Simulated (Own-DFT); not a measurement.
# Response to strain: diamond-structure GeSn with randomly placed atoms, 64 atoms (Ge60Sn4)

All numbers below are calculated, not measured. They come from Own-DFT, an in-house plane-wave density functional program, since retired, whose code no person has reviewed. Each row is one single-point run on a periodic cell that was not relaxed, without spin or spin-orbit coupling.

Settings of every run: PBE; PseudoDojo norm-conserving scalar-relativistic files; cutoff 49 hartree; 3 x 3 x 3 k mesh centred on Gamma; Fermi-Dirac smearing of 0.1 eV.

Known limits: forces on such cells moved up to 12 meV/angstrom on a denser k mesh; stress not checked against mesh or cutoff.

Unstrained cell vectors in Å: (11.420, 0.000, 0.000); (0.000, 11.420, 0.000); (0.000, 0.000, 11.420). The unstrained cell has measured lattice constants (interpolated for alloys), not those of this functional. That, the random moves and any unrelaxed bonds set the pressure at no strain. Each run strains this cell uniformly, with the atoms carried along. Every atom was also moved at random, by a Gaussian of width 0.05 Å on each axis. The random placing of the alloy's atoms differs from row to row. Strain is the symmetric tensor, in per cent. Stress is positive in tension, and the pressure is minus a third of its trace.

| run | e_xx (%) | e_yy (%) | e_zz (%) | s_xx (GPa) | s_yy (GPa) | s_zz (GPa) | P (GPa) | E (meV/atom) |
|---|---|---|---|---|---|---|---|---|
| 1 | 1.75 | 1.75 | 0.00 | -2.15 | -2.00 | -2.98 | 2.38 | 2.0 |
| 2 | -2.00 | -2.00 | 0.00 | -8.51 | -8.62 | -7.23 | 8.12 | 49.4 |
| 3 | -0.50 | -0.50 | 0.00 | -5.64 | -5.67 | -5.46 | 5.59 | 23.2 |
| 4 | -2.75 | -2.75 | 0.00 | -10.09 | -10.17 | -8.29 | 9.52 | 65.8 |
| 5 | 2.50 | 2.50 | 0.00 | -1.05 | -1.03 | -2.45 | 1.51 | 5.0 |
| 6 | 0.50 | 0.50 | 0.00 | -3.97 | -4.13 | -4.33 | 4.14 | 16.2 |
| 7 | -3.00 | -3.00 | 0.00 | -11.10 | -11.04 | -8.88 | 10.34 | 94.0 |
| 8 | 3.00 | 3.00 | 0.00 | -0.33 | -0.38 | -1.84 | 0.85 | 0.0 |
| 9 | 2.25 | 2.25 | 0.00 | ? | ? | ? | ? | ? |

E is the free energy for each atom above the lowest run shown.

## Worked fit

The change of volume is close to e_xx + e_yy + e_zz. A straight line through the runs shown gives P = 5.25 - 78 x (fractional change of volume) GPa, with an error of 3 on the slope and a scatter of 0.35 GPa. The strain isn't the same on all axes, but the crystal is cubic, so the slope still estimates the bulk modulus, averaged over pressures from 0.8 to 10.3 GPa.

## Withheld run

Question: what pressure should run 9 give? Its volume changes by 4.55 %.

The line gives 1.7 GPa. The calculation gave 1.67 GPa.
